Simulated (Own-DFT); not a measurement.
# What a defect does to the pressure of its cell: 4H SiC

The numbers are computed, not measured, by runs of the plane-wave DFT program Own-DFT (in-house, retired, unreviewed) at fixed positions, with no spin and no spin-orbit coupling.

Settings: PBE; PseudoDojo norm-conserving scalar-relativistic files; cutoff 42 hartree; 4 x 4 x 3 k mesh centred on Gamma; Fermi-Dirac smearing of 0.1 eV.

Caveats (not all hold for every row): some atoms lie very close together; not probed for a lower state with spin; forces on such cells failed a check on a denser k mesh; forces on such cells passed a denser k mesh, each cell not checked; stress not checked against mesh or cutoff.

All runs share one cell, with vectors in Å (9.248, 0.000, 0.000); (-4.624, 8.009, 0.000); (0.000, 0.000, 10.068) and a volume of 745.7 Å³. The atoms are randomly displaced, by u rms on each axis. The defect's site can differ from row to row.

```
cell,formula,u (Å),P (GPa)
no defect,C36Si36,0.0297,3.83
no defect,C36Si36,0.0307,3.75
no defect,C36Si36,0.0537,5.99
one C vacancy,C35Si36,0.0304,3.68
one C vacancy,C35Si36,0.0310,3.54
one C vacancy,C35Si36,0.0471,4.73
two N on a C site each,C34N2Si36,0.0305,2.67
two N on a C site each,C34N2Si36,0.0522,4.50
two N on a C site each,C34N2Si36,0.0540,4.78
one Si on a C site,C35Si37,0.0484,11.76
one Si on a C site,C35Si37,0.0502,11.57
one Si on a C site,C35Si37,0.0523,11.65
one Al on a Si site and one N on a C site,AlC35NSi35,0.0453,4.87
one Al on a Si site and one N on a C site,AlC35NSi35,0.0482,5.64
one Al on a Si site and one N on a C site,AlC35NSi35,0.0497,5.31
one Al on a Si site and one N on a C site,AlC35NSi35,0.0519,?
```

## What the rows give

P = P0 + c u² + a shift for each defect gives P0 = 2.91 GPa, c = 1029 ± 82 GPa/Å² and a scatter of 0.20 GPa. The shifts, and each times the cell's volume:

- one Si on a C site: 6.14 ± 0.18 GPa, 28.6 eV
- one Al on a Si site and one N on a C site: 0.02 ± 0.18 GPa, 0.1 eV (not resolved)
- one C vacancy: -0.33 ± 0.17 GPa, -1.5 eV (not resolved)
- two N on a C site each: -1.18 ± 0.17 GPa, -5.5 eV (-2.7 eV for each of its 2 sites)

A positive shift means that the defect pushes the cell outwards. Shift times volume (160.2 GPa Å³ is 1 eV) depends little on the cell's size, so, taken for each site, it can be compared between cells at like pressure. The atoms around the defects weren't relaxed, which would change these numbers.

## Test on the hidden row

The question: what pressure belongs in the blank (one Al on a Si site and one N on a C site, u = 0.0519 Å)?

The fitted form gives 5.70 ± 0.24 GPa. The hidden result is 5.34 GPa.
